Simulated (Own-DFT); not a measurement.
# How strain changes the stress of wurtzite AlGaN with randomly placed atoms, 72 atoms (Al27Ga9N36)

These are calculations, not measurements. The program, named Own-DFT, is a retired in-house plane-wave density functional code that no person has reviewed. Each row is one single-point run on a periodic cell that was not relaxed, without spin or spin-orbit coupling.

Settings of every run: PBE; PseudoDojo norm-conserving scalar-relativistic files (stringent for Ga); cutoff 96 hartree; 4 x 4 x 3 k mesh centred on Gamma; Gaussian smearing of 0.01 eV.

Known limits: forces on such cells passed a denser k mesh, each cell not checked; stress not checked against mesh or cutoff.

Unstrained cell vectors in Å: (9.394, 0.000, 0.000); (-4.697, 8.135, 0.000); (0.000, 0.000, 10.066). The unstrained cell has measured lattice constants (interpolated for alloys), not those of this functional. That, the random moves and any unrelaxed bonds set the pressure at no strain. Each run strains this cell uniformly, with the atoms carried along. Every atom was also moved at random, by a Gaussian of width 0.05 Å on each axis. The random placing of the alloy's atoms differs from row to row. Strain is the symmetric tensor, in per cent. Stress is positive in tension, and the pressure is minus a third of its trace.

```
run,e_xx (%),e_yy (%),e_zz (%),s_xx (GPa),s_yy (GPa),s_zz (GPa),P (GPa),E (meV/atom)
1,-0.25,-0.25,0.00,-6.80,-7.07,-8.77,7.55,16.3
2,-2.25,-2.25,0.00,-22.87,-18.52,-9.85,17.08,54.3
3,3.00,3.00,0.00,8.97,6.84,-1.04,-4.92,16.9
4,-0.75,-0.75,0.00,-12.54,-11.73,-5.81,10.03,32.7
5,0.25,0.25,0.00,-3.31,-6.60,-5.28,5.06,0.0
6,-1.75,-1.75,0.00,-16.80,-16.10,-10.13,14.34,33.5
7,1.25,1.25,0.00,0.39,0.87,-5.52,1.42,7.1
8,1.00,1.00,0.00,-1.08,-0.26,-5.97,2.44,14.7
9,1.75,1.75,0.00,?,?,?,?,?
```

E is the free energy for each atom above the lowest run shown.

## Worked fit

The change of volume is close to e_xx + e_yy + e_zz. A straight line through the runs shown gives P = 6.94 - 209 x (fractional change of volume) GPa, with an error of 7 on the slope and a scatter of 0.65 GPa. The strain isn't the same on all axes and the cell isn't cubic, so the slope belongs to this path and is not the bulk modulus.

## Withheld run

Question: what pressure should run 9 give? Its volume changes by 3.53 %.

The line gives -0.5 GPa. The calculation gave -0.38 GPa.
